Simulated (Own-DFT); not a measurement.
GaN (wurtzite, strained, atoms displaced) (calculated)

All values are calculated (Own-DFT development build). A calculation, not a measurement: plane-wave PBE density functional theory by an unreviewed code, no spin, of a simulated periodic cell, stress positive in tension, free energy of the whole cell less one offset for each atom, forces on such cells passed a denser k mesh, this cell's mesh not checked; offsets are fitted by least squares, one for each functional and potential file, so energies compare only between cells with the same atoms and settings and are not formation energies; the far tail of each file's local potential was reset to the Coulomb form; each entry is a single point on an unrelaxed cell, so the pressure reflects the starting lattice, mostly measured values (interpolated for alloys), from which strain is counted, and rises with the displacements; printed positions are rounded, which can move forces by about a meV/angstrom; the program, named Own-DFT, is a retired in-house code; no spin-orbit coupling.

Settings shared by all entries: functional PBE; potential files PseudoDojo norm-conserving, scalar-relativistic, standard set with the stringent files for Ga; wave cutoff 96 hartree; occupations Gaussian; smearing width 0.01 eV; k mesh 3 x 4 x 3 centred on Gamma.

```yaml
- entry: 1
  formula: GaN
  kind: "wurtzite, strained, atoms displaced"
  structure:
    cell_angstrom: [[12.756, 0.0, 0.0], [-4.7835, 8.2853, 0.0], [0.0, 0.0, 10.2922]]
    atoms_fractional:
      - [Ga, 0.0771, 0.21895, 0.00111]
      - [Ga, 0.17555, 0.12041, 0.2423]
      - ["N", 0.08528, 0.21938, 0.18308]
      - ["N", 0.16593, 0.10959, 0.44471]
      - [Ga, 0.07766, 0.21438, 0.50077]
      - [Ga, 0.16594, 0.10627, 0.74559]
      - ["N", 0.08633, 0.2184, 0.69367]
      - ["N", 0.17168, 0.12016, 0.93333]
      - [Ga, 0.08715, 0.55862, 0.00281]
      - [Ga, 0.1622, 0.44357, 0.25704]
      - ["N", 0.07681, 0.5553, 0.18162]
      - ["N", 0.1687, 0.45094, 0.43444]
      - [Ga, 0.09407, 0.569, 0.49641]
      - [Ga, 0.16994, 0.44756, 0.75456]
      - ["N", 0.08242, 0.56137, 0.69701]
      - ["N", 0.17165, 0.44513, 0.93938]
      - [Ga, 0.07539, 0.87669, 0.99557]
      - [Ga, 0.17028, 0.77646, 0.24708]
      - ["N", 0.08012, 0.89043, 0.18138]
      - ["N", 0.16456, 0.76732, 0.441]
      - [Ga, 0.08697, 0.89567, 0.5023]
      - [Ga, 0.1667, 0.76983, 0.75103]
      - ["N", 0.08149, 0.88632, 0.7042]
      - ["N", 0.17446, 0.78114, 0.94725]
      - [Ga, 0.33244, 0.21735, 0.00586]
      - [Ga, 0.41758, 0.11321, 0.24903]
      - ["N", 0.3278, 0.22659, 0.19636]
      - ["N", 0.41534, 0.10767, 0.44441]
      - [Ga, 0.33088, 0.21664, 0.50562]
      - [Ga, 0.4116, 0.1089, 0.74828]
      - ["N", 0.33878, 0.2292, 0.68373]
      - ["N", 0.41354, 0.10692, 0.94541]
      - [Ga, 0.33345, 0.55648, 0.99728]
      - [Ga, 0.41413, 0.44614, 0.2539]
      - ["N", 0.33044, 0.55487, 0.19155]
      - ["N", 0.42215, 0.45716, 0.43653]
      - [Ga, 0.33145, 0.55831, 0.50659]
      - [Ga, 0.4156, 0.44627, 0.74398]
      - ["N", 0.34076, 0.57018, 0.68454]
      - ["N", 0.42297, 0.44945, 0.94312]
      - [Ga, 0.32805, 0.88558, 0.99459]
      - [Ga, 0.41869, 0.77157, 0.24666]
      - ["N", 0.3263, 0.88528, 0.18469]
      - ["N", 0.4111, 0.78235, 0.44411]
      - [Ga, 0.32785, 0.88329, 0.49096]
      - [Ga, 0.41323, 0.77195, 0.74939]
      - ["N", 0.32909, 0.87979, 0.69463]
      - ["N", 0.41087, 0.77826, 0.94362]
      - [Ga, 0.58577, 0.22583, 0.00373]
      - [Ga, 0.66772, 0.11262, 0.24999]
      - ["N", 0.58565, 0.21273, 0.17961]
      - ["N", 0.66925, 0.11035, 0.44869]
      - [Ga, 0.58686, 0.22137, 0.50381]
      - [Ga, 0.67214, 0.11396, 0.75338]
      - ["N", 0.57855, 0.21941, 0.69429]
      - ["N", 0.673, 0.11759, 0.93142]
      - [Ga, 0.58087, 0.54745, 0.00102]
      - [Ga, 0.65878, 0.43482, 0.24493]
      - ["N", 0.58751, 0.54347, 0.18852]
      - ["N", 0.66908, 0.45001, 0.44083]
      - [Ga, 0.58838, 0.55207, 0.49597]
      - [Ga, 0.66827, 0.43493, 0.75062]
      - ["N", 0.5799, 0.54936, 0.69456]
      - ["N", 0.66439, 0.44074, 0.94123]
      - [Ga, 0.5882, 0.87886, 0.99263]
      - [Ga, 0.65644, 0.77325, 0.25154]
      - ["N", 0.57767, 0.88436, 0.19915]
      - ["N", 0.66362, 0.77192, 0.4352]
      - [Ga, 0.58496, 0.89133, 0.50228]
      - [Ga, 0.66079, 0.77225, 0.75133]
      - ["N", 0.58233, 0.88595, 0.68188]
      - ["N", 0.66887, 0.78217, 0.92847]
      - [Ga, 0.83197, 0.2195, 0.99292]
      - [Ga, 0.92207, 0.10941, 0.2563]
      - ["N", 0.83569, 0.22245, 0.18833]
      - ["N", 0.91613, 0.11237, 0.44127]
      - [Ga, 0.83046, 0.22125, 0.49479]
      - [Ga, 0.90702, 0.10298, 0.75376]
      - ["N", 0.82842, 0.22376, 0.69046]
      - ["N", 0.91186, 0.10562, 0.94205]
      - [Ga, 0.83225, 0.56002, 0.00439]
      - [Ga, 0.91717, 0.44579, 0.25086]
      - ["N", 0.83216, 0.55007, 0.1902]
      - ["N", 0.9121, 0.44528, 0.4381]
      - [Ga, 0.82702, 0.55643, 0.5002]
      - [Ga, 0.91214, 0.44189, 0.74948]
      - ["N", 0.83749, 0.56087, 0.70106]
      - ["N", 0.91488, 0.45081, 0.93462]
      - [Ga, 0.83347, 0.88737, 0.0053]
      - [Ga, 0.91166, 0.77583, 0.25195]
      - ["N", 0.84321, 0.89486, 0.19373]
      - ["N", 0.91547, 0.77583, 0.43693]
      - [Ga, 0.82653, 0.88898, 0.49626]
      - [Ga, 0.91544, 0.78176, 0.75448]
      - ["N", 0.82849, 0.89386, 0.69188]
      - ["N", 0.91386, 0.78047, 0.9406]
  results:
    "free_energy_of_cell_above_offsets [eV]": "-3.516"
    "pressure [GPa]": 9.02
    "stress_xx [GPa]": -8.79
    "stress_yy [GPa]": -8.16
    "stress_zz [GPa]": -10.09
    "stress_yz [GPa]": -0.42
    "stress_xz [GPa]": -0.22
    "stress_xy [GPa]": -0.39
    force_element: [Ga, Ga, "N", "N", Ga, Ga, "N", "N", Ga, Ga, "N", "N", Ga, Ga, "N", "N", Ga, Ga, "N", "N", Ga, Ga, "N", "N", Ga, Ga, "N", "N", Ga, Ga, "N", "N", Ga, Ga, "N", "N", Ga, Ga, "N", "N", Ga, Ga, "N", "N", Ga, Ga, "N", "N", Ga, Ga, "N", "N", Ga, Ga, "N", "N", Ga, Ga, "N", "N", Ga, Ga, "N", "N", Ga, Ga, "N", "N", Ga, Ga, "N", "N", Ga, Ga, "N", "N", Ga, Ga, "N", "N", Ga, Ga, "N", "N", Ga, Ga, "N", "N", Ga, Ga, "N", "N", Ga, Ga, "N", "N"]
    "force_x [eV/angstrom]": [1.201, -2.993, -0.575, 0.04, 0.523, 0.512, -1.596, -0.446, -0.5, 0.162, 1.287, 0.065, -1.658, -0.47, 0.777, -1.133, 1.195, -2.076, 0.656, -1.34, -0.502, -0.681, 0.528, -3.106, -0.53, -0.195, 3.736, 0.268, 0.259, 0.493, -0.795, 0.534, 0.636, 0.247, 0.079, -0.275, 0.694, 0.215, -0.44, -1.465, 1.81, -2.595, 1.912, 2.167, 0.124, 0.419, -0.146, 2.087, -0.037, 1.098, -1.317, -1.085, -0.879, -1.775, 0.862, -1.17, 0.578, 2.826, -3.069, 0.153, -2.036, -0.964, 1.113, 0.43, -2.774, 2.165, 1.341, -0.316, -0.738, 0.241, -0.224, 1.284, 0.262, -0.71, 0.019, -0.215, 0.982, 0.832, 1.613, 0.339, 0.312, -0.335, -0.983, 0.86, 2.017, 0.956, -1.23, 0.894, -0.432, 1.719, -2.611, -0.127, 1.138, -0.562, 0.665, -0.214]
    "force_y [eV/angstrom]": [0.245, -2.981, 0.848, 0.582, 1.283, 0.985, 0.75, -1.078, -0.614, -0.009, -0.131, -1.269, -4.168, -0.468, -2.201, -0.356, 1.878, -0.092, -0.129, 3.807, -1.896, 1.482, -0.391, -1.649, 0.717, -0.879, 0.971, 0.68, 1.312, -0.484, -0.822, 0.905, -0.235, 0.369, -0.43, -1.234, 0.284, 0.053, -3.098, -0.953, 1.555, 0.293, 1.013, -0.781, 1.017, 2.591, 1.31, -0.057, -1.215, -0.399, 0.437, -0.1, 0.046, -1.241, -0.535, -1.44, 0.986, -0.265, 1.91, -2.255, 0.497, 1.233, 0.409, 0.554, 1.664, -0.266, 1.054, 0.562, -1.132, -0.099, 0.366, -1.321, 1.455, 0.764, -0.554, -0.258, 1.335, 1.726, 0.139, 0.305, -0.762, -0.49, 0.401, 0.271, 0.586, 0.542, -0.251, -0.437, 0.236, -0.506, -0.833, 0.793, -0.304, -0.047, -1.496, -0.582]
    "force_z [eV/angstrom]": [-1.169, 1.398, 1.663, -1.201, 0.893, 1.065, -0.76, 0.874, -1.617, -2.502, 1.998, 1.98, 2.114, -0.792, -1.634, 0.259, 0.186, -0.133, 1.447, -1.559, 0.454, 1.266, -1.962, -1.812, -0.812, 0.125, -1.129, -0.993, -1.8, 0.861, 1.386, -0.807, 0.939, -0.494, -0.584, 1.13, -2.115, 1.229, 1.202, -0.871, 1.448, 1.13, 0.705, -1.259, 1.86, 0.869, -1.159, -0.848, -2.504, 0.496, 2.705, -1.912, 0.33, -1.478, -0.664, 2.014, -0.418, 1.13, -0.339, -1.112, 1.543, 0.537, -1.142, -0.187, 1.027, -0.438, -2.081, 0.586, -0.866, -1.981, 2.066, 2.615, 1.32, -1.179, 0.084, 0.012, 1.124, -0.218, -0.987, -0.407, -0.526, -0.104, 0.195, 0.625, 0.899, 0.089, -1.93, 1.098, 0.093, -0.287, -0.615, 1.183, 0.749, -0.482, -1.104, -0.03]
- entry: 2
  formula: GaN
  kind: "wurtzite, strained, atoms displaced"
  structure:
    cell_angstrom: [[12.756, 0.0, 0.0], [-4.7835, 8.2853, 0.0], [0.0, 0.0, 10.2922]]
    atoms_fractional:
      - [Ga, 0.09057, 0.21796, 0.00486]
      - [Ga, 0.16466, 0.11483, 0.24451]
      - ["N", 0.07699, 0.21285, 0.18998]
      - ["N", 0.17057, 0.10591, 0.43994]
      - [Ga, 0.08247, 0.22733, 0.4946]
      - [Ga, 0.16314, 0.10373, 0.7457]
      - ["N", 0.08104, 0.22017, 0.68672]
      - ["N", 0.17042, 0.1024, 0.93687]
      - [Ga, 0.08096, 0.54917, 0.00543]
      - [Ga, 0.17012, 0.44294, 0.24684]
      - ["N", 0.08056, 0.55271, 0.18456]
      - ["N", 0.16565, 0.44498, 0.44848]
      - [Ga, 0.08247, 0.55291, 0.48916]
      - [Ga, 0.16423, 0.4424, 0.74487]
      - ["N", 0.09243, 0.56563, 0.68648]
      - ["N", 0.16571, 0.43916, 0.93653]
      - [Ga, 0.0894, 0.89895, 0.99389]
      - [Ga, 0.1645, 0.77588, 0.23861]
      - ["N", 0.08937, 0.89223, 0.18799]
      - ["N", 0.16555, 0.77211, 0.44084]
      - [Ga, 0.07951, 0.8827, 0.49914]
      - [Ga, 0.16305, 0.77064, 0.74441]
      - ["N", 0.08829, 0.89534, 0.68386]
      - ["N", 0.16881, 0.78152, 0.93865]
      - [Ga, 0.33638, 0.22727, 0.00253]
      - [Ga, 0.41317, 0.10307, 0.24852]
      - ["N", 0.33835, 0.21892, 0.19141]
      - ["N", 0.41847, 0.10453, 0.42974]
      - [Ga, 0.33355, 0.22114, 0.5016]
      - [Ga, 0.41811, 0.11347, 0.7411]
      - ["N", 0.33695, 0.2225, 0.69414]
      - ["N", 0.41581, 0.1121, 0.93566]
      - [Ga, 0.32957, 0.55478, 0.00633]
      - [Ga, 0.41653, 0.43706, 0.24743]
      - ["N", 0.33169, 0.567, 0.18468]
      - ["N", 0.41255, 0.44449, 0.43508]
      - [Ga, 0.33557, 0.56128, 0.4984]
      - [Ga, 0.41739, 0.43973, 0.75616]
      - ["N", 0.32792, 0.55212, 0.69555]
      - ["N", 0.4192, 0.43064, 0.94418]
      - [Ga, 0.33653, 0.89678, 0.00435]
      - [Ga, 0.41199, 0.77242, 0.25159]
      - ["N", 0.33432, 0.89557, 0.19216]
      - ["N", 0.41289, 0.77695, 0.43538]
      - [Ga, 0.33166, 0.88784, 0.49615]
      - [Ga, 0.41044, 0.77534, 0.75387]
      - ["N", 0.33155, 0.88945, 0.67988]
      - ["N", 0.41383, 0.78422, 0.93108]
      - [Ga, 0.58677, 0.22, 0.99159]
      - [Ga, 0.66638, 0.11541, 0.24658]
      - ["N", 0.57922, 0.21684, 0.19362]
      - ["N", 0.66353, 0.10058, 0.44495]
      - [Ga, 0.58735, 0.23052, 0.49158]
      - [Ga, 0.66801, 0.11211, 0.75024]
      - ["N", 0.58003, 0.21737, 0.68614]
      - ["N", 0.66284, 0.11926, 0.939]
      - [Ga, 0.58744, 0.56495, 0.99638]
      - [Ga, 0.66725, 0.44686, 0.25117]
      - ["N", 0.58713, 0.55141, 0.18506]
      - ["N", 0.66703, 0.44404, 0.44228]
      - [Ga, 0.58968, 0.54272, 0.50247]
      - [Ga, 0.65865, 0.45395, 0.74921]
      - ["N", 0.57816, 0.55176, 0.68638]
      - ["N", 0.66804, 0.44805, 0.93787]
      - [Ga, 0.5812, 0.89127, 0.00534]
      - [Ga, 0.66829, 0.77167, 0.25108]
      - ["N", 0.58935, 0.893, 0.1827]
      - ["N", 0.6665, 0.77431, 0.43763]
      - [Ga, 0.58332, 0.88746, 0.48842]
      - [Ga, 0.66738, 0.77954, 0.74846]
      - ["N", 0.58982, 0.88862, 0.69055]
      - ["N", 0.66765, 0.78946, 0.93591]
      - [Ga, 0.83696, 0.21842, 0.99368]
      - [Ga, 0.91688, 0.11296, 0.24501]
      - ["N", 0.83693, 0.22907, 0.19329]
      - ["N", 0.91804, 0.11715, 0.44239]
      - [Ga, 0.83314, 0.21955, 0.4973]
      - [Ga, 0.9135, 0.11493, 0.74245]
      - ["N", 0.83322, 0.2264, 0.6834]
      - ["N", 0.9232, 0.10597, 0.9347]
      - [Ga, 0.83019, 0.55535, 0.99347]
      - [Ga, 0.91488, 0.44004, 0.24938]
      - ["N", 0.833, 0.5606, 0.18631]
      - ["N", 0.91101, 0.43729, 0.43421]
      - [Ga, 0.83984, 0.55554, 0.50025]
      - [Ga, 0.9174, 0.44515, 0.75448]
      - ["N", 0.83413, 0.54913, 0.69369]
      - ["N", 0.92011, 0.45336, 0.94191]
      - [Ga, 0.83714, 0.89217, 0.99578]
      - [Ga, 0.90905, 0.77138, 0.24269]
      - ["N", 0.83347, 0.89029, 0.17923]
      - ["N", 0.92599, 0.78754, 0.43099]
      - [Ga, 0.83489, 0.88581, 0.49811]
      - [Ga, 0.9217, 0.77565, 0.74985]
      - ["N", 0.83037, 0.88253, 0.70118]
      - ["N", 0.91691, 0.77336, 0.94807]
  results:
    "free_energy_of_cell_above_offsets [eV]": "-4.416"
    "pressure [GPa]": 8.5
    "stress_xx [GPa]": -7.14
    "stress_yy [GPa]": -9.26
    "stress_zz [GPa]": -9.1
    "stress_yz [GPa]": -0.29
    "stress_xz [GPa]": 0.06
    "stress_xy [GPa]": 0.94
    force_element: [Ga, Ga, "N", "N", Ga, Ga, "N", "N", Ga, Ga, "N", "N", Ga, Ga, "N", "N", Ga, Ga, "N", "N", Ga, Ga, "N", "N", Ga, Ga, "N", "N", Ga, Ga, "N", "N", Ga, Ga, "N", "N", Ga, Ga, "N", "N", Ga, Ga, "N", "N", Ga, Ga, "N", "N", Ga, Ga, "N", "N", Ga, Ga, "N", "N", Ga, Ga, "N", "N", Ga, Ga, "N", "N", Ga, Ga, "N", "N", Ga, Ga, "N", "N", Ga, Ga, "N", "N", Ga, Ga, "N", "N", Ga, Ga, "N", "N", Ga, Ga, "N", "N", Ga, Ga, "N", "N", Ga, Ga, "N", "N"]
    "force_x [eV/angstrom]": [-0.727, 1.859, 0.773, -1.343, 1.465, 0.194, 0.148, -0.758, 0.502, -1.26, 0.684, 0.845, -0.702, -0.044, -1.453, -0.023, 0.12, 0.203, -1.557, -0.508, 1.671, 0.682, -0.487, 0.19, 0.804, 0.43, -1.892, -0.522, 0.352, 0.234, -1.312, 0.544, 0.546, 0.103, 1.172, 1.126, 0.188, -1.418, 1.597, -1.224, -0.512, 0.463, 0.507, 0.809, -0.115, 0.725, 0.198, 0.844, -3.26, 0.537, 0.353, -0.039, 0.089, -0.621, 0.643, 3.64, 0.181, 0.643, -1.349, 2.194, -3.734, 2.81, -0.561, -0.637, -0.278, -0.439, -0.61, 0.659, -0.223, -0.516, -1.801, 0.334, -0.428, -0.997, -0.204, 0.382, -0.919, 0.989, 0.091, -0.82, 0.493, -0.562, 0.341, 0.591, -0.633, 0.994, -1.079, 0.057, -0.357, 1.401, -0.195, -1.854, -0.249, -0.57, 1.209, 0.181]
    "force_y [eV/angstrom]": [0.105, -1.286, 1.85, 0.669, -1.348, 1.874, -0.124, 2.854, 1.193, -0.057, -0.351, 0.186, 0.349, -0.328, -2.742, -0.125, -3.086, 0.198, 0.001, 0.321, 1.14, 2.298, -1.829, -0.836, -2.555, 1.398, 0.44, 1.159, -0.111, -1.324, 0.079, 0.333, 0.442, 0.947, -2.144, 0.035, -0.625, 0.337, 0.234, 3.465, -0.357, 2.25, -2.326, -0.024, 0.146, 0.595, -0.056, -0.764, 1.577, -0.592, 1.171, 2.291, -2.797, -0.345, 1.486, -1.605, -0.295, -0.999, 0.561, 0.438, 1.995, -2.016, 1.106, -0.201, 0.041, 0.598, -0.802, -0.581, -1.213, -0.469, 0.085, -0.924, 0.489, -1.049, -1.497, -1.345, -0.175, -0.656, 0.128, 1.371, -0.138, 1.562, -1.817, 0.575, 0.553, 0.09, 0.904, -1.658, -0.85, 1.866, 0.168, -1.852, 0.485, 0.14, 0.561, 1.134]
    "force_z [eV/angstrom]": [-1.733, 1.582, -0.175, -0.511, 0.936, 0.321, -0.147, -0.479, -1.959, 0.92, 1.733, -2.322, 1.404, 0.591, -0.809, 0.702, 1.484, 1.516, -0.541, -1.406, -0.575, 1.188, 0.46, -0.096, 0.171, 0.254, -0.68, 1.752, -0.284, 1.171, -1.115, 0.075, -2.752, 0.182, 0.973, 0.389, 1.231, -0.37, -0.944, -0.528, -0.99, -0.364, -0.817, 0.185, 0.009, -2.051, 1.024, 2.755, 1.634, 0.757, -1.026, -1.63, 1.247, -0.729, -0.373, -0.597, 0.29, -0.595, 0.304, -1.309, -0.237, 0.475, 0.019, -0.362, -2.156, -0.773, 2.26, 0.182, 2.105, 0.227, -1.002, 0.47, 0.61, 1.073, -1.482, -1.139, 0.09, 0.537, 0.947, 0.079, 1.015, -0.507, 0.05, 0.426, 0.347, -0.493, -0.948, -0.325, -0.575, -0.036, 1.546, 0.4, 0.751, 0.721, -2.002, -1.626]
- entry: 3
  formula: GaN
  kind: "wurtzite, strained, atoms displaced"
  structure:
    cell_angstrom: [[12.756, 0.0, 0.0], [-4.7835, 8.2853, 0.0], [0.0, 0.0, 10.2922]]
    atoms_fractional:
      - [Ga, 0.07941, 0.22186, 0.99652]
      - [Ga, 0.16316, 0.10423, 0.2479]
      - ["N", 0.08548, 0.22079, 0.18741]
      - ["N", 0.16875, 0.1077, 0.44115]
      - [Ga, 0.07992, 0.22284, 0.5065]
      - [Ga, 0.15868, 0.10835, 0.75152]
      - ["N", 0.08466, 0.23081, 0.68432]
      - ["N", 0.17165, 0.11593, 0.9368]
      - [Ga, 0.07916, 0.54946, 0.99572]
      - [Ga, 0.16316, 0.43743, 0.25268]
      - ["N", 0.08785, 0.55573, 0.19225]
      - ["N", 0.15617, 0.43242, 0.43326]
      - [Ga, 0.08413, 0.5514, 0.49489]
      - [Ga, 0.15935, 0.45187, 0.7555]
      - ["N", 0.08325, 0.55452, 0.68669]
      - ["N", 0.17126, 0.45061, 0.93856]
      - [Ga, 0.08869, 0.89737, 0.99615]
      - [Ga, 0.16807, 0.78601, 0.25539]
      - ["N", 0.08649, 0.8955, 0.19438]
      - ["N", 0.16349, 0.76976, 0.441]
      - [Ga, 0.08767, 0.90136, 0.48819]
      - [Ga, 0.16396, 0.77234, 0.74556]
      - ["N", 0.08623, 0.89083, 0.68683]
      - ["N", 0.1646, 0.77653, 0.93816]
      - [Ga, 0.33683, 0.22016, 0.00042]
      - [Ga, 0.41747, 0.12008, 0.2554]
      - ["N", 0.3349, 0.22863, 0.19066]
      - ["N", 0.41904, 0.11518, 0.43549]
      - [Ga, 0.33303, 0.21737, 0.50536]
      - [Ga, 0.42447, 0.12062, 0.75068]
      - ["N", 0.33185, 0.22475, 0.68624]
      - ["N", 0.42176, 0.11802, 0.94168]
      - [Ga, 0.34114, 0.57559, 0.99484]
      - [Ga, 0.40895, 0.44437, 0.24165]
      - ["N", 0.32959, 0.55069, 0.19066]
      - ["N", 0.41741, 0.43576, 0.43642]
      - [Ga, 0.33624, 0.56058, 0.49818]
      - [Ga, 0.41677, 0.44555, 0.7501]
      - ["N", 0.34034, 0.55811, 0.69343]
      - ["N", 0.40637, 0.43903, 0.92972]
      - [Ga, 0.32895, 0.88008, 0.99326]
      - [Ga, 0.42018, 0.77443, 0.25235]
      - ["N", 0.3328, 0.88693, 0.19438]
      - ["N", 0.42488, 0.7819, 0.44336]
      - [Ga, 0.33576, 0.8869, 0.50162]
      - [Ga, 0.41505, 0.7688, 0.75739]
      - ["N", 0.33614, 0.88859, 0.70095]
      - ["N", 0.41723, 0.7757, 0.94151]
      - [Ga, 0.57793, 0.22, 0.00815]
      - [Ga, 0.65721, 0.10564, 0.25411]
      - ["N", 0.58491, 0.22604, 0.18033]
      - ["N", 0.6613, 0.10256, 0.43344]
      - [Ga, 0.57776, 0.22664, 0.49993]
      - [Ga, 0.66344, 0.12348, 0.75715]
      - ["N", 0.58741, 0.2226, 0.68826]
      - ["N", 0.66132, 0.10288, 0.93861]
      - [Ga, 0.58643, 0.56021, 0.00212]
      - [Ga, 0.67093, 0.44991, 0.246]
      - ["N", 0.58422, 0.54679, 0.1892]
      - ["N", 0.66706, 0.45036, 0.43864]
      - [Ga, 0.5851, 0.55513, 0.49949]
      - [Ga, 0.66257, 0.43973, 0.75282]
      - ["N", 0.57925, 0.54978, 0.68631]
      - ["N", 0.66828, 0.45266, 0.93878]
      - [Ga, 0.58563, 0.89521, 0.99979]
      - [Ga, 0.67077, 0.7894, 0.25863]
      - ["N", 0.58225, 0.89315, 0.18209]
      - ["N", 0.66169, 0.77601, 0.43616]
      - [Ga, 0.58222, 0.88882, 0.49826]
      - [Ga, 0.66438, 0.77219, 0.75563]
      - ["N", 0.58818, 0.90115, 0.69594]
      - ["N", 0.66147, 0.76516, 0.9365]
      - [Ga, 0.82992, 0.22715, 0.01215]
      - [Ga, 0.91735, 0.10889, 0.24842]
      - ["N", 0.83822, 0.23012, 0.18604]
      - ["N", 0.91324, 0.10773, 0.4406]
      - [Ga, 0.838, 0.22646, 0.50171]
      - [Ga, 0.91723, 0.10864, 0.76048]
      - ["N", 0.83442, 0.22585, 0.68819]
      - ["N", 0.91584, 0.10346, 0.94279]
      - [Ga, 0.83439, 0.55228, 0.99625]
      - [Ga, 0.92137, 0.43904, 0.24794]
      - ["N", 0.83671, 0.55164, 0.18764]
      - ["N", 0.92506, 0.44888, 0.432]
      - [Ga, 0.83516, 0.55366, 0.49709]
      - [Ga, 0.91863, 0.43984, 0.74913]
      - ["N", 0.83398, 0.55154, 0.68295]
      - ["N", 0.92176, 0.44867, 0.94512]
      - [Ga, 0.83496, 0.88649, 0.00077]
      - [Ga, 0.92002, 0.77916, 0.25172]
      - ["N", 0.82907, 0.88195, 0.19364]
      - ["N", 0.91651, 0.77708, 0.43626]
      - [Ga, 0.83713, 0.89872, 0.49945]
      - [Ga, 0.91501, 0.78399, 0.74919]
      - ["N", 0.83189, 0.88437, 0.68859]
      - ["N", 0.91851, 0.78038, 0.9405]
  results:
    "free_energy_of_cell_above_offsets [eV]": "-4.469"
    "pressure [GPa]": 8.68
    "stress_xx [GPa]": -6.12
    "stress_yy [GPa]": -8.38
    "stress_zz [GPa]": -11.54
    "stress_yz [GPa]": 0.6
    "stress_xz [GPa]": -0.75
    "stress_xy [GPa]": 0.55
    force_element: [Ga, Ga, "N", "N", Ga, Ga, "N", "N", Ga, Ga, "N", "N", Ga, Ga, "N", "N", Ga, Ga, "N", "N", Ga, Ga, "N", "N", Ga, Ga, "N", "N", Ga, Ga, "N", "N", Ga, Ga, "N", "N", Ga, Ga, "N", "N", Ga, Ga, "N", "N", Ga, Ga, "N", "N", Ga, Ga, "N", "N", Ga, Ga, "N", "N", Ga, Ga, "N", "N", Ga, Ga, "N", "N", Ga, Ga, "N", "N", Ga, Ga, "N", "N", Ga, Ga, "N", "N", Ga, Ga, "N", "N", Ga, Ga, "N", "N", Ga, Ga, "N", "N", Ga, Ga, "N", "N", Ga, Ga, "N", "N"]
    "force_x [eV/angstrom]": [1.523, 0.487, -0.617, -0.894, 0.772, 1.35, -0.359, -0.823, 1.54, 0.117, -0.431, 1.587, -0.081, 2.813, -0.727, -0.619, -0.238, 0.89, -0.143, 0.482, 0.037, -0.159, -0.78, -0.087, -0.968, 0.34, -0.253, -0.326, -0.407, -1.384, 0.424, -0.399, 0.245, 2.209, -0.605, -0.981, 0.44, 0.121, -2.094, 1.157, -0.119, -1.171, 0.349, -1.905, -0.435, 0.574, -0.177, 0.04, 1.068, 0.64, -0.019, 0.107, 1.817, 2.625, -1.767, 0.268, -1.038, 0.432, -1.699, 1.07, -1.014, 0.547, 0.69, 0.651, 0.566, -0.595, 0.695, 0.84, 1.26, -0.549, 0.058, 0.016, 0.237, -0.121, -0.282, 0.381, -1.13, -0.769, 0.214, -1.095, -0.506, -0.447, 0.026, -1.439, 0.05, -1.045, -0.218, -1.261, -0.786, -0.375, 0.685, -0.129, -0.231, 1.661, -0.813, 0.408]
    "force_y [eV/angstrom]": [0.706, 2.422, -0.503, 2.398, -0.6, 0.628, -0.594, -0.124, 1.555, 0.583, 0.513, 1.074, 0.358, -0.748, 0.359, -0.567, -0.779, -1.365, -1.55, 1.459, -3.256, 1.251, -0.229, -0.294, 1.046, -0.699, -1.559, -1.139, 0.785, -0.943, -0.731, -1.525, -4.799, 0.172, 1.347, 0.942, -1.554, -0.771, -0.439, 0.832, 1.312, 0.108, 0.674, -0.932, 0.179, 1.74, 0.192, 2.954, 0.842, 1.133, -0.219, 1.818, 0.17, -1.702, 0.883, 2.464, -1.775, -0.511, 1.655, -0.907, 0.106, 1.282, 0.615, -1.402, -1.685, -1.742, -0.625, 0.445, 0.578, 0.501, -1.173, 2.584, -0.758, 0.168, -2.292, 1.221, -0.209, 0.108, -0.983, 0.976, 0.896, 1.699, 0.626, -1.062, 0.184, 0.885, 0.295, -1.636, -0.941, -0.953, 1.03, 0.482, -2.338, -1.411, 1.021, -0.238]
    "force_z [eV/angstrom]": [0.642, 0.728, -0.219, -1.033, -1.637, -0.737, 2.279, 0.437, 1.923, -1.187, -0.859, 1.398, 0.57, -0.677, -0.568, 0.387, 0.526, -0.79, -1.471, 0.397, 2.128, 0.276, -0.323, -0.228, 0.064, -1.79, -0.627, 1.381, -0.911, 0.174, 1.217, -0.781, 1.641, 1.468, -0.801, -0.051, 0.489, -0.669, -1.263, 2.304, 1.351, -0.297, -0.701, -0.938, 0.505, -1.373, -1.256, -0.384, -2.489, -1.239, 3.487, 1.403, -0.273, -0.749, -0.733, 0.788, 0.412, 0.569, -0.123, -0.463, -0.232, -0.623, 0.306, -0.006, -0.517, -1.916, 1.128, 1.624, 2.171, -1.657, -0.546, 0.98, -2.826, 0.038, 2.079, -0.807, -0.505, -1.883, 0.684, 0.321, 0.658, -0.027, -0.041, 0.941, -0.143, 0.215, 1.322, -1.663, 0.588, -0.598, -0.848, 0.606, 0.326, -0.249, 0.014, -0.212]
```
